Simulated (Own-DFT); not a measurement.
# Two functionals across a range of volumes: C40 NbSi2, 36 atoms (Nb12Si24)

Source: density functional calculations with Own-DFT, an unreviewed in-house program that is no longer used. Nothing was measured or relaxed, and spin and spin-orbit coupling are left out.

Keep in mind: forces on such cells failed a check on a denser k mesh; stress not checked against mesh or cutoff.

Each geometry was run with PBE and with PBEsol, otherwise alike: PseudoDojo norm-conserving scalar-relativistic files made for PBE; cutoff 42 hartree; 4 x 4 x 5 k mesh centred on Gamma; cold (Marzari-Vanderbilt) smearing of 0.2 eV. Unstrained cell vectors in Å: (0.000, 8.324, 0.000); (-9.613, 0.000, 0.000); (0.000, 0.000, 6.586). Each has a uniform strain, of which the change of volume is shown, and random moves of rms u per axis.

```
run  volume change (%)   u (Å)  P with PBE (GPa)  P with PBEsol (GPa)
  1               0.45  0.0530              3.14                -0.49
  2               0.54  0.0555              2.60                -1.03
  3               2.07  0.0520             -0.90                -4.47
  4              -2.74  0.0477              8.74                 4.96
  5              -3.88  0.0498             11.27                 7.43
  6              -3.57  0.0430              9.61                 5.80
  7              -0.84  0.0520              4.28                 0.58
  8               0.09  0.0440              2.50                -1.15
  9               0.10  0.0481              2.95                -0.70
 10               0.38  0.0574              2.22                -1.41
 11               0.25  0.0530              2.28                    ?
```

Question: by how much does PBEsol shrink this cell, and what belongs in the blank?

## Solution

Write v for the change of volume as a fraction. Fitted to v and u², the PBE pressure has a slope of -201 ± 10 GPa in v, with the ions held to the strained lattice. The difference PBEsol less PBE is -3.66 + 4.5 v GPa (slope ± 0.1) and averages -3.69 GPa. Divided by the mean slope of the two, 199 GPa, that makes PBEsol's volume at a given pressure, near 3 GPa, about 1.9 % smaller, or 0.62 % in lengths. At one volume PBEsol's slope is the smaller by 5 GPa, but its pressure there is lower too. If stiffness rises by about 4 GPa for each GPa, PBEsol at equal pressure is stiffer by about 10 GPa. Files made for PBEsol would give a different shift.

For run 11 the line gives -1.36 GPa. The calculation gave -1.35 GPa.
